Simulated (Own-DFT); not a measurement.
# Which defects push the lattice out? wurtzite GaN

Source: density functional calculations with Own-DFT, an unreviewed in-house program that is no longer used. Nothing was measured or relaxed, and spin and spin-orbit coupling are left out.

Settings: PBE; PseudoDojo norm-conserving scalar-relativistic files; cutoff 42 hartree; 4 x 4 x 3 k mesh centred on Gamma; Fermi-Dirac smearing of 0.1 eV.

Caveats (not all hold for every row): not probed for a lower state with spin; forces not confirmed at this smearing and k mesh; stress not checked against mesh or cutoff.

All runs share one cell, with vectors in Å (9.567, 0.000, 0.000); (-4.784, 8.285, 0.000); (0.000, 0.000, 10.370) and a volume of 822.0 Å³. Atoms were moved at random from their sites; u is the rms move along one axis. The defect's site can differ from row to row.

| cell | formula | u (Å) | P (GPa) |
|---|---|---|---|
| no defect | Ga36N36 | 0.0188 | 5.92 |
| no defect | Ga36N36 | 0.0211 | 5.96 |
| no defect | Ga36N36 | 0.0525 | 7.78 |
| one N on a Ga site | Ga35N37 | 0.0323 | 5.72 |
| one N on a Ga site | Ga35N37 | 0.0327 | 5.63 |
| one N on a Ga site | Ga35N37 | 0.0446 | 6.59 |
| one N on a Ga site | Ga35N37 | 0.0536 | ? |
| one Ga on an N site | Ga37N35 | 0.0306 | 12.38 |
| one Ga on an N site | Ga37N35 | 0.0508 | 13.46 |
| one Ga on an N site | Ga37N35 | 0.0509 | 13.21 |

## Fit

P = P0 + c u² + a shift for each defect gives P0 = 5.68 GPa, c = 737 ± 65 GPa/Å² and a scatter of 0.16 GPa. The shifts, and each times the cell's volume:

- one Ga on an N site: 5.83 ± 0.14 GPa, 29.9 eV
- one N on a Ga site: -0.71 ± 0.13 GPa, -3.6 eV

Positive is outwards. The product with the volume (160.2 GPa Å³ to the eV) is nearly free of the cell's size; divided by the bulk modulus at the cell's pressure it gives the volume that the defect adds. The atoms around the defects weren't relaxed, which would change these numbers.

## Test on the hidden row

Asked: what pressure belongs in the blank (one N on a Ga site, u = 0.0536 Å)?

Estimate: 7.09 ± 0.21 GPa. DFT gave 6.68 GPa.
